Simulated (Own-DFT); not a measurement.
# Biaxial strain at fixed height in wurtzite GaN, 72 atoms (Ga36N36)

Calculated, not measured: single-point runs of Own-DFT, a retired in-house plane-wave DFT program that no person has reviewed, on unrelaxed cells, without spin or spin-orbit coupling.

Method: PBE; PseudoDojo norm-conserving scalar-relativistic files; cutoff 42 hartree; 4 x 4 x 3 k mesh centred on Gamma; Fermi-Dirac smearing of 0.1 eV.

Known weak points: forces not confirmed at this smearing and k mesh; stress not checked against mesh or cutoff.

Unstrained cell vectors in Å: (9.567, 0.000, 0.000); (-4.784, 8.285, 0.000); (0.000, 0.000, 10.370). The unstrained cell has measured lattice constants (interpolated for alloys), not those of this functional. That, the random moves and any unrelaxed bonds set the pressure at no strain. Each run strains x and y alike by e, as a substrate would, and holds the height along z. Each atom got a random Gaussian move of width 0.05 Å along each axis. Stress is positive in tension.

| e (%) | u (Å) | (s_xx + s_yy)/2 (GPa) | s_zz (GPa) |
|---|---|---|---|
| -2.75 | 0.048 | -24.93 | -12.26 |
| -1.25 | 0.052 | -14.46 | -9.95 |
| 0.25 | 0.053 | -5.75 | -8.06 |
| 0.50 | 0.049 | -4.09 | -8.47 |
| 1.25 | 0.050 | -1.47 | -4.78 |
| 1.75 | 0.050 | ? | ? |
| 2.25 | 0.048 | 3.62 | -5.87 |
| 2.50 | 0.050 | 3.79 | -4.03 |
| 2.75 | 0.053 | 4.50 | -2.36 |
| 3.00 | 0.047 | 6.28 | -4.37 |

## Worked fit

With e as a fraction, the in-plane stress is -7.1 + 543 e - 3751 e² GPa (errors 9 and 483, scatter 0.45), and s_zz is -8.1 + 155 e GPa (slope ± 19, scatter 1.07). At e = 0 the first slope is C11 + C12 and the second 2 C13, both with the ions held to the strained lattice and at the cell's own pressure. The term in e² is negative: the layer stiffens under compression and softens under tension. A free layer would change its height as e changes, and the in-plane slope would drop by 2 C13²/C33 to the biaxial modulus. At fixed height, a misfit of 1 % moves the in-plane stress by about 5.4 GPa and s_zz by 1.6 GPa.

## Check

Q: what are the two stresses at e = 1.75 %?

From the fit: 1.2 and -5.4 GPa. The run itself gave 1.06 and -5.00 GPa.
